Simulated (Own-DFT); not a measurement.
## Calculated data, Hf₁₆O₃₁ (monoclinic hafnia with two neutral oxygen vacancies, atoms displaced)

All values are calculated (Own-DFT development build). A calculation, not a measurement: plane-wave PBE and HSE06 DFT by an unreviewed code, no spin, of a simulated cell at Gamma alone, so results move with cell size and shape, stress positive in tension, energies less offsets, not probed for a lower state with spin; hafnium file: forces about 75 meV/angstrom off all-electron values; oxygen file: force components 24 meV/angstrom off all-electron in a glass; k mesh not checked against a denser one; forces and stress are PBE's, HSE06 gives the energy alone, and its difference from PBE has offsets of its own; offsets are fitted by least squares, one for each functional and potential file, so energies compare only between cells with the same atoms and settings and are not formation energies; the far tail of each file's local potential was reset to the Coulomb form; each entry is a single point on an unrelaxed cell, so the pressure reflects the starting lattice, mostly measured values, from which strain is counted, and rises with the displacements; printed positions are rounded, which can move forces by about a meV/angstrom; the program is a retired in-house code; no spin-orbit coupling.

```xyz
94
Lattice="10.2340 0.0000 0.0000 0.0000 10.3500 0.0000 -1.6955 0.0000 10.4453" Properties=species:S:1:pos:R:3:force_x:R:1:force_y:R:1:force_z:R:1 formula=Hf16O31 first_functional=PBE second_functional=HSE06 exact_exchange_share=0.25 screening=0.11 exchange_divergence=Gygi-Baldereschi potential_files=PseudoDojo_norm-conserving,scalar-relativistic,made_for_PBE,standard_set wave_cutoff=48 occupations=fixed k_mesh=1_x_1_x_1_centred_on_Gamma PBE_energy_of_cell_above_offsets=-87.615 HSE06_less_PBE_above_offsets=0.653 PBE_pressure=4.9 PBE_stress_xx=-4.54 PBE_stress_yy=-4.71 PBE_stress_zz=-5.45 PBE_stress_yz=-0.18 PBE_stress_xz=-0.17 PBE_stress_xy=-0.47
Hf     1.3507     0.1822     1.0972     -1.677      0.448     -0.411
Hf     3.4308     2.8469     1.4852       1.09     -1.406      0.624
Hf     2.9742     4.9400     4.0844       1.09     -0.043      0.243
Hf     0.8394     2.3347     3.6471       -0.9      0.184        0.7
O      0.0214     1.7534     1.7830      1.405     -0.964       0.11
O      4.6515     4.3355     0.7479     -0.173     -0.383      1.195
O      4.1446     3.3560     3.3408     -0.657      2.408      1.672
O     -0.4856     0.8699     4.4000      3.937      2.754       0.08
O      1.7635     3.8780     2.4971      0.743      0.685      0.004
O      2.8782     1.2652     0.0557      -0.48      0.321      0.894
O      2.3923     1.2866     2.8311     -0.184     -0.604     -1.556
O      1.5164     3.8235     5.0571     -0.306      0.041      0.732
Hf     0.3541     0.2001     6.3446      0.524      1.411      -0.35
Hf     2.6295     2.7775     6.7863     -0.661     -0.376     -0.954
Hf     2.1574     4.9116     9.4457      0.763      1.751     -1.886
Hf    -0.0250     2.3284     8.9685      0.172      1.026     -1.189
O     -0.7410     1.7966     7.0223     -0.237     -0.449      -0.68
O      3.8410     4.2701     6.0212     -0.457      0.171     -0.406
O      3.2331     3.3708     8.6162      1.228     -0.032      0.688
O     -1.1405     0.8802     9.5622     -0.932     -1.491      1.111
O      0.9782     3.9298     7.8117      0.364      0.477     -1.329
O      1.8859     1.2273     5.3048     -0.163      1.074      0.753
O      1.5178     1.2578     7.9342      0.308     -0.306     -0.043
O      0.6041     3.7837    10.3701     -0.229      0.331      0.172
Hf     1.1488     5.3341     1.0837      0.948      1.019      -0.18
Hf     3.4381     7.9649     1.4657      1.232     -0.632      0.077
Hf     3.0430    10.0220     4.1654      0.126      3.818       -0.2
Hf     0.8565     7.5992     3.7076     -0.967     -1.449     -0.351
O      0.1167     6.8642     1.7876     -1.026      0.814      0.344
O      4.0898     8.6457     3.3912      2.799     -2.272      -0.43
O     -0.3885     6.0546     4.4870      0.595      0.786     -0.676
O      1.9184     9.1177     2.5061     -0.824     -0.378     -0.724
O      2.9309     6.4910     0.0451     -1.542      1.091      0.929
O      2.3287     6.4482     2.6825        0.8     -0.823      0.563
O      1.4162     9.0395     5.1011     -0.114     -0.407      0.275
Hf     0.4497     5.3777     6.3004      0.457      0.037      0.629
Hf     2.6266     8.0251     6.7523     -0.111     -1.625      0.426
Hf     2.1379    10.0920     9.3444      1.813      0.339      0.123
Hf     0.0064     7.6171     8.8375     -0.732     -1.398      1.294
O     -0.6820     6.8614     7.0029     -2.205      1.486     -0.134
O      3.7337     9.4908     6.0259      0.917      0.355      0.113
O      3.3623     8.6051     8.5435     -0.252      1.361      1.642
O     -1.2142     6.0140     9.6055      1.416      0.987      0.092
O      1.0133     9.1142     7.7373     -0.267      0.088      0.122
O      2.0000     6.5451     5.3573     -0.084     -0.685      -0.63
O      1.5237     6.4837     7.9744       0.41     -0.569     -0.597
Hf     6.3520     0.1492     1.0689     -0.271      1.864      0.475
Hf     8.5521     2.8118     1.5484      -0.78      -0.86     -0.744
Hf     8.1419     4.9484     4.2816      0.836      0.338     -4.059
Hf     5.9397     2.4386     3.7583     -1.006     -2.491     -2.412
O      5.0968     1.8159     1.8309      1.242     -1.727     -0.833
O      9.7435     4.2974     0.8153     -0.378      -0.03     -0.263
O      9.2485     3.4973     3.4068      0.907     -0.565        0.4
O      4.8470     0.8748     4.4168     -1.196     -1.001      0.347
O      7.0023     3.8552     2.5028     -0.752      0.874      0.328
O      7.9334     1.2662     0.0524      0.308      1.182      0.937
O      7.4561     1.2092     2.6347     -0.002       0.44      0.684
O      6.5486     3.8216     5.1160      0.221      0.775      0.932
Hf     5.5142     0.1777     6.3643     -0.128      1.569     -1.585
Hf     7.7391     2.8030     6.7307      0.218     -0.944      1.143
Hf     7.3824     4.9971     9.3529     -1.504     -1.281       0.25
Hf     5.0649     2.4244     8.9200      0.518     -0.701      0.635
O      4.3653     1.7364     7.0012     -0.197      -0.21      0.187
O      8.8969     4.3346     5.9335      0.342     -1.091      2.554
O      8.4939     3.4592     8.6145     -0.085      0.055     -0.005
O      4.0077     0.9016     9.7300     -2.235       -1.2     -0.857
O      6.1785     3.8800     7.7521      0.012      0.716     -0.951
O      7.0754     1.2864     5.3378      0.492      0.684      0.421
O      6.6892     1.2208     7.9502     -0.335      0.924      -0.77
O      5.7180     3.8077    10.3386      0.235      0.398      0.212
Hf     6.4065     5.4103     1.1383     -0.624     -0.551     -2.244
Hf     8.5497     7.9769     1.5776       1.34     -0.057     -1.641
Hf     8.2690    10.2188     4.1240     -4.287     -2.008     -1.579
Hf     5.9953     7.5466     3.7323     -1.399      0.351     -1.796
O      5.2598     6.9919     1.7599      -0.97       0.43      0.175
O      9.7688     9.4874     0.8301      0.577      0.095      0.044
O      9.3434     8.5878     3.4144     -0.011      0.091       0.27
O      4.7779     6.0580     4.4279     -0.479     -0.281     -0.613
O      7.0482     9.0459     2.4997     -0.736     -0.064      0.234
O      7.9453     6.4843     0.1041       0.29      0.612      0.218
O      7.4888     6.3544     2.5913      0.572      0.755      2.771
O      6.5565     8.9546     5.1076      0.131      0.221      0.741
Hf     5.5343     5.3553     6.2429     -2.202      0.048      2.165
Hf     7.6795     7.9455     6.6849      1.498      1.482      1.501
Hf     7.2429    10.1586     9.3412      1.111      0.636      1.172
Hf     5.1542     7.5381     8.8588     -1.897       -0.2      2.196
O      4.3543     6.9396     7.0846      0.446      -0.97     -1.796
O      8.8958     9.5699     5.9261     -0.892     -2.202       2.11
O      8.4164     8.6836     8.6662      1.227     -1.529     -1.354
O      3.9608     6.0506     9.5954      -0.31     -0.471      0.286
O      6.1401     9.1613     7.7445      0.297     -1.435     -0.568
O      7.0167     6.5164     5.3659      1.038     -0.274     -0.507
O      6.6318     6.4289     8.0116      1.215      0.109     -1.934
O      5.7269     9.1065    10.3182      -0.35     -1.475      0.244
```

Units: screening in 1/bohr; wave_cutoff in hartree; PBE_energy_of_cell_above_offsets, HSE06_less_PBE_above_offsets in eV; PBE_pressure, PBE_stress_xx, PBE_stress_yy, PBE_stress_zz, PBE_stress_yz, PBE_stress_xz, PBE_stress_xy in GPa; force_x, force_y, force_z in eV/Å.
